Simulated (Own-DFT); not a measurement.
Simulation results for Hf$_{36}$O$_{71}$ (tetragonal hafnia with one neutral oxygen vacancy, atoms displaced)

A calculation, not a measurement: plane-wave PBE and HSE06 DFT by an unreviewed code, no spin, of a simulated cell at Gamma alone, so results move with cell size and shape, stress positive in tension, energies less offsets, not probed for a lower state with spin; hafnium file: forces about 75 meV/angstrom off all-electron values; oxygen file: force components 24 meV/angstrom off all-electron in a glass; k mesh not checked against a denser one; forces and stress are PBE's, HSE06 gives the energy alone, and its difference from PBE has offsets of its own; offsets are fitted by least squares, one for each functional and potential file, so energies compare only between cells with the same atoms and settings and are not formation energies; the far tail of each file's local potential was reset to the Coulomb form; each entry is a single point on an unrelaxed cell, so the pressure reflects the starting lattice, taken from the Materials Project, from which strain is counted, and rises with the displacements; printed positions are rounded, which can move forces by about a meV/angstrom; the program is a retired in-house code; no spin-orbit coupling. Program: Own-DFT development build.

Settings shared by all entries: first functional PBE; second functional HSE06; exact exchange share 0.25; screening 0.11 1/bohr; exchange divergence Gygi-Baldereschi; potential files PseudoDojo norm-conserving, scalar-relativistic, made for PBE, standard set; wave cutoff 48 hartree; occupations fixed; k mesh 1 x 1 x 1 centred on Gamma.

(1) Hf$_{36}$O$_{71}$ (tetragonal hafnia with one neutral oxygen vacancy, atoms displaced)

```
Hf36O71
1.0
     10.7800     0.0000     0.0000
      0.0000    10.7800     0.0000
      0.0000     0.0000    10.4493
Hf O Hf O Hf O Hf O Hf O Hf O Hf O Hf O Hf O Hf O Hf O Hf O Hf O Hf O Hf O Hf O Hf O Hf O
2 4 2 4 2 4 2 4 2 4 2 3 2 4 2 4 2 4 2 4 2 4 2 4 2 4 2 4 2 4 2 4 2 4 2 4
Direct
  0.00043 0.00292 0.00011
  0.16326 0.16616 0.24775
  0.00199 0.16612 0.15143
  0.16985 0.99929 0.35272
  0.99836 0.16925 0.39947
  0.16677 0.00035 0.09691
  0.00067 0.00097 0.49748
  0.16131 0.16956 0.75227
  0.99865 0.16905 0.64974
  0.16483 0.00019 0.84904
  0.00105 0.16538 0.90177
  0.16709 0.00270 0.59882
  0.99792 0.33183 0.00316
  0.16509 0.49827 0.24551
  0.00043 0.49966 0.15295
  0.16637 0.32866 0.34669
  0.00071 0.50154 0.39989
  0.16354 0.33240 0.09796
  0.00221 0.33288 0.50226
  0.16848 0.49741 0.74809
  0.99893 0.50327 0.65381
  0.16493 0.33606 0.85223
  0.99728 0.50147 0.90183
  0.16766 0.33147 0.59647
  0.00185 0.66640 0.99824
  0.16681 0.83582 0.25527
  0.00062 0.83353 0.15362
  0.17150 0.66606 0.35242
  0.00286 0.83176 0.39772
  0.16698 0.67019 0.10152
  0.99850 0.66237 0.49981
  0.16739 0.83668 0.74999
  0.00065 0.83437 0.65754
  0.99876 0.82635 0.89889
  0.17152 0.66328 0.59726
  0.33473 0.00609 0.00297
  0.49700 0.16571 0.24810
  0.32906 0.16933 0.15034
  0.50093 0.99998 0.34273
  0.33186 0.16648 0.40059
  0.50160 0.99941 0.09872
  0.33633 0.00121 0.49869
  0.50012 0.16530 0.74971
  0.33339 0.16960 0.65532
  0.49737 0.99794 0.84386
  0.33439 0.16719 0.90155
  0.50300 0.99710 0.59714
  0.33493 0.33356 0.99559
  0.49861 0.49857 0.25261
  0.33675 0.49925 0.15374
  0.49435 0.32887 0.34847
  0.32681 0.49585 0.40515
  0.50229 0.33591 0.09439
  0.33176 0.33228 0.50390
  0.49827 0.50208 0.75122
  0.33485 0.49999 0.65491
  0.49860 0.33782 0.84699
  0.33289 0.50173 0.89758
  0.50113 0.33253 0.59889
  0.32865 0.66234 0.00260
  0.49968 0.83427 0.25151
  0.33319 0.83136 0.15782
  0.49690 0.66491 0.34644
  0.33108 0.83455 0.40481
  0.49806 0.66774 0.09770
  0.33516 0.66862 0.49797
  0.50136 0.83426 0.75017
  0.33154 0.83178 0.65281
  0.50477 0.66672 0.84951
  0.33234 0.82934 0.90782
  0.50112 0.66997 0.60234
  0.66647 0.99818 0.99917
  0.82949 0.16651 0.24695
  0.66324 0.16528 0.15718
  0.83498 0.99760 0.34563
  0.66782 0.16872 0.40173
  0.83145 0.99629 0.09655
  0.67042 0.00001 0.49799
  0.83219 0.16505 0.75285
  0.66303 0.16378 0.64859
  0.83672 0.00108 0.84939
  0.66959 0.16752 0.89996
  0.83334 0.99713 0.59385
  0.66453 0.33299 0.99919
  0.83455 0.49647 0.24685
  0.67046 0.50147 0.15717
  0.83517 0.33537 0.34858
  0.66266 0.49656 0.40251
  0.83138 0.33323 0.09981
  0.66359 0.33382 0.50156
  0.83323 0.50086 0.75273
  0.66274 0.50224 0.65159
  0.82966 0.33532 0.84565
  0.66703 0.49721 0.90226
  0.83100 0.33119 0.59327
  0.66990 0.66694 0.99709
  0.83173 0.83747 0.25312
  0.66271 0.83118 0.15455
  0.83092 0.66629 0.34988
  0.66829 0.82923 0.40183
  0.83293 0.66254 0.09650
  0.67013 0.67326 0.49986
  0.83387 0.83297 0.74823
  0.66891 0.83641 0.66196
  0.83190 0.66254 0.85142
  0.66692 0.83407 0.89819
  0.83339 0.67011 0.59422
```

Results for Hf$_{36}$O$_{71}$ (tetragonal hafnia with one neutral oxygen vacancy, atoms displaced): PBE energy of cell above offsets -101.222 eV; HSE06 less PBE above offsets -0.151 eV; PBE pressure 0.81 GPa; PBE stress xx -0.86 GPa; PBE stress yy 0.01 GPa; PBE stress zz -1.6 GPa; PBE stress yz 0.14 GPa; PBE stress xz -0.24 GPa; PBE stress xy 0.01 GPa.

Force:
```tsv
element	x (eV/Å)	y (eV/Å)	z (eV/Å)
Hf	0.207	-1.605	-0.008
Hf	0.628	0.007	0.939
O	-1.229	-0.211	-0.514
O	-0.43	0.625	-0.432
O	-0.034	-0.769	0.248
O	0.02	0.119	0.154
Hf	0.746	-0.212	0.016
Hf	0.707	-0.602	-0.414
O	-0.152	-0.078	0.43
O	-0.053	0.496	0.022
O	-0.184	0.705	-0.153
O	-0.128	0.085	-0.143
Hf	0.281	0.818	-0.43
Hf	0.659	0.248	1.342
O	0.077	-0.286	-0.529
O	-0.273	0.643	-0.118
O	0.235	-0.487	0.368
O	0.48	0.228	-0.211
Hf	-0.984	0.151	-0.892
Hf	0.002	1.613	0.288
O	0.098	-0.29	-0.312
O	0.033	-0.629	-0.408
O	0.349	-0.674	0.227
O	-0.532	0.092	0.768
Hf	-0.333	0.141	0.447
Hf	-0.076	-0.963	-0.346
O	-0.325	0.29	-0.057
O	-0.216	-0.051	-0.814
O	-0.272	0.287	0.961
O	-0.369	-0.657	-0.509
Hf	1.04	0.407	-0.276
Hf	0.255	-1.077	0.311
O	0.103	0.096	-0.885
O	0.359	1.088	0.511
O	-0.998	0.038	0.38
Hf	-0.308	-1.523	-0.294
Hf	-0.373	0.414	0.631
O	0.693	-0.202	-0.279
O	0.036	0.21	0.778
O	0.235	-0.313	0.321
O	-0.331	0.318	-0.489
Hf	-0.607	0.027	0.384
Hf	-0.149	0.573	-0.354
O	-0.161	-0.203	0.062
O	0.057	0.774	0.757
O	0.045	0.168	0.066
O	-0.189	0.038	-0.426
Hf	-0.175	0.415	0.438
Hf	0.948	0.188	0.11
O	-1.052	-0.261	-0.474
O	0.178	0.321	-0.338
O	0.442	0.303	-0.009
O	-0.57	-0.336	0.22
Hf	0.927	-0.066	-0.845
Hf	0.617	0.709	-0.333
O	-0.272	-0.385	-0.35
O	-0.095	-1.244	0.313
O	-0.534	-0.292	0.513
O	-0.527	-0.134	0.063
Hf	1.046	0.952	-0.012
Hf	-0.638	-1.186	-0.726
O	-0.005	0.521	0.045
O	-0.113	0.323	0.426
O	0.416	0.329	-0.012
O	0.508	-0.279	-0.241
Hf	-0.149	-0.538	0.306
Hf	-0.822	-1.273	0.056
O	0.31	0.387	0.18
O	0.012	0.087	-0.162
O	-0.418	0.658	-0.121
O	0.104	0.281	-0.759
Hf	-0.1	-0.361	-0.102
Hf	0.304	0.848	1.025
O	0.446	0.007	-0.843
O	-0.23	0.997	0.408
O	0.235	-0.79	-0.094
O	0.062	0.433	0.093
Hf	-0.731	0.699	0.183
Hf	-0.545	0.697	-0.84
O	0.838	-0.227	0.626
O	-0.018	-0.223	-0.274
O	-0.266	-0.464	0.316
O	0.305	0.135	0.313
Hf	0.257	0.708	-0.204
Hf	-0.393	0.881	0.944
O	-1.085	-0.297	-0.574
O	0.053	-0.757	-0.615
O	-0.079	0.735	0.301
O	0.172	-0.465	-0.256
Hf	0.312	0.488	-0.263
Hf	-0.707	-0.097	-0.511
O	0.955	-0.099	0.379
O	0.495	-0.826	0.19
O	0.056	0.141	0.374
O	0.46	0.079	0.529
Hf	-0.933	-0.308	0.554
Hf	0.549	-1.902	-1.048
O	0.867	0.356	-0.328
O	0.138	-0.006	-0.311
O	-0.17	1.599	0.047
O	0.301	0.333	-0.016
Hf	-0.832	-2.51	0.204
Hf	0.646	-0.44	0.944
O	-0.141	-0.107	-1.565
O	-0.311	0.836	-0.669
O	0.243	0.403	0.855
O	0.072	0.157	0.819
```

(2) Hf$_{36}$O$_{71}$ (tetragonal hafnia with one neutral oxygen vacancy, atoms displaced)

```
Hf36O71
1.0
     10.7800     0.0000     0.0000
      0.0000    10.7800     0.0000
      0.0000     0.0000    10.4493
Hf O Hf O Hf O Hf O Hf O Hf O Hf O Hf O Hf O Hf O Hf O Hf O Hf O Hf O Hf O Hf O Hf O Hf O
2 4 2 4 2 4 2 3 2 4 2 4 2 4 2 4 2 4 2 4 2 4 2 4 2 4 2 4 2 4 2 4 2 4 2 4
Direct
  0.00933 0.99740 0.00154
  0.17131 0.16078 0.24704
  0.00099 0.16501 0.14809
  0.16420 0.98721 0.35558
  0.00573 0.17281 0.40697
  0.16896 0.99232 0.10515
  0.99966 0.99802 0.49861
  0.16789 0.15929 0.74654
  0.99786 0.17173 0.65046
  0.15671 0.00093 0.85100
  0.99356 0.16075 0.90474
  0.18090 0.00626 0.59704
  0.00069 0.33506 0.99556
  0.17510 0.50229 0.25371
  0.99124 0.49862 0.15158
  0.16271 0.32939 0.34028
  0.99787 0.50081 0.40967
  0.17414 0.33232 0.10362
  0.00613 0.32890 0.48674
  0.16384 0.49301 0.74720
  0.00155 0.51519 0.65991
  0.16775 0.33759 0.84501
  0.16558 0.32822 0.60192
  0.00055 0.66710 0.99926
  0.16411 0.83051 0.25158
  0.99350 0.83909 0.16067
  0.15303 0.67609 0.34602
  0.00423 0.83449 0.39702
  0.16630 0.66472 0.09344
  0.99993 0.66974 0.49281
  0.16947 0.84236 0.75668
  0.99319 0.83122 0.65188
  0.16276 0.65985 0.84772
  0.00222 0.83458 0.90789
  0.17262 0.66718 0.59461
  0.32743 0.99682 0.99948
  0.50147 0.16841 0.25308
  0.33345 0.17512 0.14848
  0.49740 0.99671 0.35178
  0.33311 0.17361 0.39493
  0.49459 0.00016 0.09529
  0.33474 0.00610 0.49555
  0.49488 0.15893 0.74827
  0.33544 0.17332 0.64800
  0.50061 0.99745 0.84117
  0.32819 0.16729 0.89723
  0.50022 0.00192 0.59630
  0.33964 0.33134 0.99947
  0.49241 0.50314 0.24644
  0.33096 0.49819 0.15147
  0.49401 0.34150 0.34029
  0.33160 0.50626 0.39746
  0.49778 0.33173 0.10089
  0.33071 0.33676 0.50239
  0.50145 0.50227 0.75725
  0.32542 0.50096 0.65640
  0.49788 0.33925 0.84932
  0.33478 0.49894 0.90208
  0.50797 0.32853 0.59521
  0.33394 0.66673 0.99549
  0.49858 0.83045 0.24413
  0.32833 0.82443 0.15079
  0.50058 0.66927 0.34808
  0.33085 0.82618 0.39706
  0.50008 0.66645 0.09769
  0.33925 0.65619 0.50308
  0.49833 0.83279 0.74098
  0.33229 0.83608 0.65313
  0.49812 0.66493 0.84769
  0.33330 0.83589 0.89677
  0.50361 0.66714 0.60193
  0.65901 0.01196 0.99586
  0.83455 0.16381 0.24989
  0.67535 0.17030 0.15236
  0.84769 0.99593 0.34241
  0.66646 0.16441 0.39550
  0.82534 0.00527 0.09585
  0.66995 0.00075 0.50089
  0.84358 0.16052 0.75644
  0.66114 0.16747 0.65160
  0.84309 0.00996 0.84334
  0.66442 0.16927 0.90359
  0.83574 0.99456 0.59105
  0.66360 0.33320 0.99916
  0.83864 0.49250 0.25161
  0.67009 0.49096 0.15361
  0.83536 0.33839 0.34639
  0.66782 0.50538 0.40430
  0.83692 0.33651 0.08936
  0.65749 0.34379 0.49240
  0.82387 0.49830 0.75253
  0.67875 0.50460 0.65511
  0.83889 0.33537 0.84505
  0.65783 0.49431 0.90534
  0.83371 0.32794 0.60105
  0.66837 0.66071 0.99937
  0.83305 0.83952 0.24934
  0.66252 0.83901 0.15225
  0.83053 0.66482 0.34591
  0.66713 0.84141 0.40286
  0.83034 0.66818 0.09795
  0.66333 0.67365 0.49677
  0.84287 0.83484 0.75196
  0.66491 0.83388 0.64450
  0.83832 0.66766 0.84778
  0.65650 0.82622 0.90055
  0.82551 0.65652 0.58904
```

## Withheld values
1. Hf$_{36}$O$_{71}$ (tetragonal hafnia with one neutral oxygen vacancy, atoms displaced) (entry 2): PBE stress yy?
2. Give the table of force values for Hf$_{36}$O$_{71}$ (tetragonal hafnia with one neutral oxygen vacancy, atoms displaced) (entry 2).

## Answers
1. -3.89 GPa
2. 
Force:
```tsv
element	x (eV/Å)	y (eV/Å)	z (eV/Å)
Hf	-2.703	0.89	1.322
Hf	-0.743	0.586	-0.169
O	0.657	-0.395	0.95
O	0.487	2.736	-0.394
O	-0.166	-3.382	-1.709
O	0.443	0.708	-0.509
Hf	0.613	-0.081	-0.59
Hf	-0.388	2.538	-0.406
O	1.508	-1.288	0.305
O	0.62	0.237	0.657
O	0.993	1.061	-0.289
O	-2.744	-0.026	1.411
Hf	0.359	0.8	0.492
Hf	-2.477	0.003	-1.108
O	2.829	0.121	-0.331
O	0.437	0.996	1.04
O	0.66	-0.173	-1.022
O	-1.057	0.157	-1.073
Hf	-1.998	2.246	3.458
Hf	-1.396	1.827	0.482
O	-0.704	-0.537	0.473
O	-0.768	-2.15	0.676
O	0.385	0.264	-1.209
Hf	-0.615	-1.999	0.244
Hf	0.211	0.225	-0.056
O	1.299	0.122	-1.586
O	0.452	-3.095	-0.056
O	-0.866	0.385	1.247
O	-0.059	-0.113	0.442
Hf	-0.451	-0.815	1.573
Hf	0.172	-3.66	-1.637
O	2.483	0.492	-0.307
O	-0.06	1.577	-0.08
O	-0.04	0.089	-0.841
O	-0.385	0.465	-0.642
Hf	1.382	0.417	0.358
Hf	0.384	-0.409	-0.268
O	0.304	-1.257	0.253
O	-0.403	0.886	-1.065
O	-0.044	-0.491	0.488
O	-0.321	0.584	-0.068
Hf	1.34	-1.898	-1.179
Hf	1.936	1.412	-0.721
O	-0.397	-0.056	-0.262
O	-0.176	0.27	0.802
O	0.036	-1.169	0.154
O	-0.539	-0.008	0.082
Hf	-1.416	0.438	-0.244
Hf	2.357	0.785	-0.521
O	0.443	0.47	-0.244
O	0.285	-1.013	1.113
O	-0.552	-1.599	-0.332
O	0.696	-0.129	-0.254
Hf	0.403	-0.572	0.586
Hf	-0.1	-0.131	-0.818
O	2.712	-0.553	-1.5
O	-0.15	-1.775	-0.078
O	0.411	0.251	0.472
O	-2.565	1.07	-0.067
Hf	-0.453	-0.315	-0.033
Hf	-0.242	0.409	0.714
O	0.863	0.46	-0.774
O	0.077	-0.618	-0.094
O	0.304	0.467	1.012
O	-0.067	-0.412	-0.017
Hf	-1.015	3.346	0.843
Hf	1.363	-0.462	0.659
O	-0.272	0.14	0.081
O	-0.471	0.399	0.007
O	-0.751	0.055	0.296
O	-0.943	-0.473	-0.016
Hf	0.784	-2.886	0.939
Hf	0.425	0.354	-0.628
O	-2.122	0.007	-0.244
O	-0.089	2.177	1.266
O	-0.087	0.652	0.034
O	0.897	-0.244	-0.586
Hf	-1.058	0.627	0.581
Hf	-1.658	4.442	-2.752
O	0.716	-1.014	0.789
O	-0.877	-4.534	1.268
O	-0.26	0.291	-0.602
O	0.127	0.362	0.527
Hf	0.954	0.14	1.244
Hf	-1.298	2.359	-0.53
O	-1.172	0.259	0.053
O	0.084	-2.341	0.317
O	-0.802	-0.268	-0.193
O	-0.498	-0.543	0.26
Hf	3.324	-1.433	1.153
Hf	3.914	-0.014	-0.617
O	-4.679	-0.633	-0.82
O	0.213	-0.61	0.872
O	0.46	1.094	-0.88
O	-0.108	0.599	-1.565
Hf	0.409	1.4	0.589
Hf	-1.495	-2.439	-0.568
O	0.241	-0.2	0.158
O	0.374	0.867	-0.345
O	0.177	-0.576	-0.64
O	0.194	0.265	-0.701
Hf	1.631	0.072	-0.138
Hf	-2.789	-0.507	0.161
O	0.682	0.302	0.88
O	0	0.008	0.08
O	0.712	1.275	0.201
O	1.27	1.362	0.312
```

Further results for Hf$_{36}$O$_{71}$ (tetragonal hafnia with one neutral oxygen vacancy, atoms displaced) (entry 2):

* PBE energy of cell above offsets: -95.771 eV
* HSE06 less PBE above offsets: 0.147 eV
* PBE pressure: 2.67 GPa
* PBE stress xx: -1.05 GPa
* PBE stress zz: -3.07 GPa
* PBE stress yz: 0.83 GPa
* PBE stress xz: 0.56 GPa
* PBE stress xy: -0.15 GPa
